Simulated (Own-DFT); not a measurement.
# Point defects and the pressure they add: hexagonal WC

Everything here is calculated. The program is Own-DFT (plane waves, in-house, since retired, never reviewed by a person); positions were held fixed, and spin and spin-orbit coupling were off.

Common settings: PBE; PseudoDojo norm-conserving scalar-relativistic files; cutoff 50 hartree; 4 x 4 x 4 k mesh centred on Gamma; cold (Marzari-Vanderbilt) smearing of 0.2 eV.

Keep in mind: forces on such cells moved up to 12 meV/angstrom on a denser k mesh; stress not checked against mesh or cutoff.

All runs share one cell, with vectors in Å (5.833, -5.052, -2.839); (0.000, -5.052, 8.518); (-5.833, -5.052, -2.839) and a volume of 669.4 Å³. The atoms are randomly displaced, by u rms on each axis. The defect's site can differ from row to row.

```
             cell  formula   u (Å)  P (GPa)
        no defect   C32W32  0.0210     3.35
        no defect   C32W32  0.0220     3.37
        no defect   C32W32  0.0518     7.38
one C on a W site   C33W31  0.0296     2.51
one C on a W site   C33W31  0.0470     4.44
one C on a W site   C33W31  0.0472     3.61
    one C vacancy   C31W32  0.0297     3.21
    one C vacancy   C31W32  0.0308        ?
    one C vacancy   C31W32  0.0491     5.17
    one C vacancy   C31W32  0.0494     5.34
    one W vacancy   C32W31  0.0302     1.77
    one W vacancy   C32W31  0.0303     2.14
    one W vacancy   C32W31  0.0480     4.19
```

## Worked fit

P = P0 + c u² + a shift for each defect gives P0 = 2.82 GPa, c = 1561 ± 137 GPa/Å² and a scatter of 0.37 GPa. The shifts, and each times the cell's volume:

- one C vacancy: -1.23 ± 0.32 GPa, -5.1 eV
- one C on a W site: -2.06 ± 0.31 GPa, -8.6 eV
- one W vacancy: -2.27 ± 0.30 GPa, -9.5 eV

A positive shift means that the defect pushes the cell outwards. Shift times volume (160.2 GPa Å³ is 1 eV) depends little on the cell's size, so, taken for each site, it can be compared between cells at like pressure. The atoms around the defects weren't relaxed, which would change these numbers.

## Prediction

Q: what pressure belongs in the blank (one C vacancy, u = 0.0308 Å)?

The fit gives 3.07 ± 0.45 GPa. The hidden result is 3.31 GPa.
